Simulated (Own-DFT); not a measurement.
SiGe (diamond-structure random alloy, atoms displaced) (calculated)

A calculation, not a measurement: plane-wave PBE density functional theory by an unreviewed code, no spin, of a simulated periodic cell, stress positive in tension, free energy of the whole cell less one offset for each atom, forces on such cells passed a denser k mesh, this cell's mesh not checked; offsets are fitted by least squares, one for each functional and potential file, so energies compare only between cells with the same atoms and settings and are not formation energies; the far tail of each file's local potential was reset to the Coulomb form; each entry is a single point on an unrelaxed cell, so the pressure reflects the starting lattice, mostly measured values, from which strain is counted, and rises with the displacements; printed positions are rounded, which can move forces by about a meV/angstrom; the program is a retired in-house code; no spin-orbit coupling. Program: Own-DFT development build.

```yaml
- formula: SiGe
  kind: "diamond-structure random alloy, atoms displaced"
  structure:
    cell_angstrom: [[11.089, 0.0, 0.0], [0.0, 11.089, 0.0], [0.0, 0.0, 11.089]]
    atoms_fractional:
      - [Si, 0.99897, 0.99496, 0.99586]
      - [Ge, 0.00158, 0.25647, 0.24915]
      - [Si, 0.24975, 0.99959, 0.24885]
      - [Ge, 0.25246, 0.24623, 0.99666]
      - [Si, 0.12468, 0.12735, 0.12655]
      - [Si, 0.12807, 0.37624, 0.37662]
      - [Si, 0.37786, 0.12914, 0.37497]
      - [Ge, 0.37723, 0.37482, 0.12585]
      - [Ge, 0.00174, 0.99929, 0.49635]
      - [Si, 0.99946, 0.24813, 0.751]
      - [Si, 0.24904, 0.99676, 0.75074]
      - [Ge, 0.24648, 0.24991, 0.50199]
      - [Ge, 0.12602, 0.12054, 0.6221]
      - [Ge, 0.12341, 0.37951, 0.87406]
      - [Ge, 0.37438, 0.12344, 0.8732]
      - [Ge, 0.37011, 0.3723, 0.62709]
      - [Ge, 0.99868, 0.49608, 0.99674]
      - [Ge, 0.00317, 0.75283, 0.24565]
      - [Ge, 0.2545, 0.49906, 0.2509]
      - [Ge, 0.24845, 0.75076, 0.99403]
      - [Ge, 0.12449, 0.62555, 0.1236]
      - [Ge, 0.12236, 0.86971, 0.37462]
      - [Ge, 0.3771, 0.62397, 0.37332]
      - [Ge, 0.37869, 0.87549, 0.12579]
      - [Si, 0.99756, 0.4965, 0.50362]
      - [Ge, 0.00116, 0.75411, 0.75472]
      - [Ge, 0.25063, 0.4968, 0.7478]
      - [Ge, 0.24756, 0.74588, 0.49942]
      - [Si, 0.12248, 0.62563, 0.62676]
      - [Si, 0.12879, 0.87857, 0.87297]
      - [Ge, 0.37521, 0.62327, 0.87088]
      - [Ge, 0.37405, 0.87841, 0.62529]
      - [Ge, 0.49724, 0.99725, 0.00041]
      - [Si, 0.49683, 0.25183, 0.24741]
      - [Ge, 0.74525, 0.00036, 0.25028]
      - [Ge, 0.75151, 0.2474, 0.99875]
      - [Ge, 0.62366, 0.12433, 0.12429]
      - [Ge, 0.62301, 0.37311, 0.37673]
      - [Si, 0.87197, 0.12752, 0.37556]
      - [Ge, 0.87562, 0.37146, 0.1277]
      - [Si, 0.49857, 0.99974, 0.49929]
      - [Si, 0.50025, 0.24939, 0.7497]
      - [Si, 0.75072, 0.99805, 0.74929]
      - [Ge, 0.75088, 0.25267, 0.49588]
      - [Ge, 0.62448, 0.12732, 0.62265]
      - [Si, 0.62247, 0.3722, 0.87366]
      - [Si, 0.8772, 0.12235, 0.87937]
      - [Si, 0.87436, 0.37513, 0.6259]
      - [Si, 0.49942, 0.50387, 0.00654]
      - [Si, 0.49826, 0.74738, 0.25021]
      - [Ge, 0.75292, 0.49922, 0.25073]
      - [Si, 0.74291, 0.74952, 0.99992]
      - [Si, 0.62309, 0.62387, 0.12926]
      - [Si, 0.62766, 0.87567, 0.37163]
      - [Si, 0.87528, 0.62758, 0.37313]
      - [Si, 0.87027, 0.8735, 0.12484]
      - [Si, 0.50352, 0.4999, 0.50051]
      - [Si, 0.49309, 0.7477, 0.751]
      - [Ge, 0.74982, 0.50101, 0.74697]
      - [Si, 0.75119, 0.74948, 0.50072]
      - [Si, 0.62319, 0.62769, 0.62527]
      - [Si, 0.62275, 0.87845, 0.87612]
      - [Si, 0.87462, 0.62473, 0.87802]
      - [Si, 0.87474, 0.87134, 0.62511]
  settings:
    functional: PBE
    potential_files: "PseudoDojo norm-conserving, scalar-relativistic, standard set"
    "wave_cutoff [hartree]": 42.0
    occupations: Fermi-Dirac
    "smearing_width [eV]": 0.1
    k_mesh: "3 x 3 x 3 centred on Gamma"
  results:
    "free_energy_of_cell_above_offsets [eV]": "-6.327"
    "pressure [GPa]": 2.81
    "stress_xx [GPa]": -2.8
    "stress_yy [GPa]": -2.81
    "stress_zz [GPa]": -2.82
    "stress_yz [GPa]": 0.01
    "stress_xz [GPa]": 0.27
    "stress_xy [GPa]": 0.27
    force_element: [Si, Ge, Si, Ge, Si, Si, Si, Ge, Ge, Si, Si, Ge, Ge, Ge, Ge, Ge, Ge, Ge, Ge, Ge, Ge, Ge, Ge, Ge, Si, Ge, Ge, Ge, Si, Si, Ge, Ge, Ge, Si, Ge, Ge, Ge, Ge, Si, Ge, Si, Si, Si, Ge, Ge, Si, Si, Si, Si, Si, Ge, Si, Si, Si, Si, Si, Si, Si, Ge, Si, Si, Si, Si, Si]
    "force_x [eV/angstrom]": [0.233, 0.46, 0.055, -0.738, -0.111, -0.562, -0.365, -0.036, -1.211, -0.346, -0.02, 0.424, -0.297, 0.205, 0.279, 1.433, -0.524, -1.296, -0.855, 0.229, 0.256, 0.922, 0.504, -0.859, 0.267, -0.163, -0.657, 0.11, -0.257, -0.46, 0.194, 0.043, 0.556, 0.449, 0.978, -0.264, -0.513, -0.455, 0.578, -0.359, 0.377, -0.014, 0.155, 0.47, 0.026, -0.188, 0.042, 0.417, 0.579, 0.859, -0.419, 0.335, 0.12, -0.854, 0.36, 0.12, -0.385, 1.386, -0.185, -0.25, -0.201, 0.167, -0.494, -0.248]
    "force_y [eV/angstrom]": [0.381, -1.154, 0.555, 0.481, -0.911, 0.475, -0.64, -0.103, -0.138, -0.061, 0.463, -0.227, 0.19, -1.292, -0.247, 0.094, 0.777, -0.399, -0.088, 0.202, -0.476, 0.879, -0.031, -0.526, 0.576, -0.464, 0.903, -0.002, -0.478, 0.155, -0.336, -0.45, 0.364, -0.509, 0.059, 0.177, 0.447, 0.354, -0.269, 0.544, 0.155, 0.128, 0.103, -0.182, -0.552, 0.596, -0.263, -0.409, -0.413, 0.434, 0.479, -0.092, 0.338, -0.71, -0.212, 0.085, 0.149, 0.721, 0.034, 0.049, 0.186, -0.805, 0.413, 0.489]
    "force_z [eV/angstrom]": [0.889, 0.936, 0.397, 0.6, -0.397, 0.272, -0.245, -0.547, 0.168, -0.132, -0.109, -0.906, 1.106, -0.395, -0.693, -0.489, 0.617, 0.029, -0.001, 0.369, -0.275, -0.342, 0.595, 0.435, -0.478, -0.209, -0.116, 0.447, -0.129, 0.247, 0.695, -0.053, -0.383, 0.56, 0.086, -0.339, 0.091, -0.653, -0.485, -0.79, -0.684, 0.152, 0.226, 0.72, 0.332, 0.374, -0.993, 0.045, -0.859, 0.099, 0.174, 0.098, -0.343, 0.91, 0.671, -0.683, 0.52, -0.31, 0.451, -0.249, -0.219, -0.7, -0.024, -0.081]
```
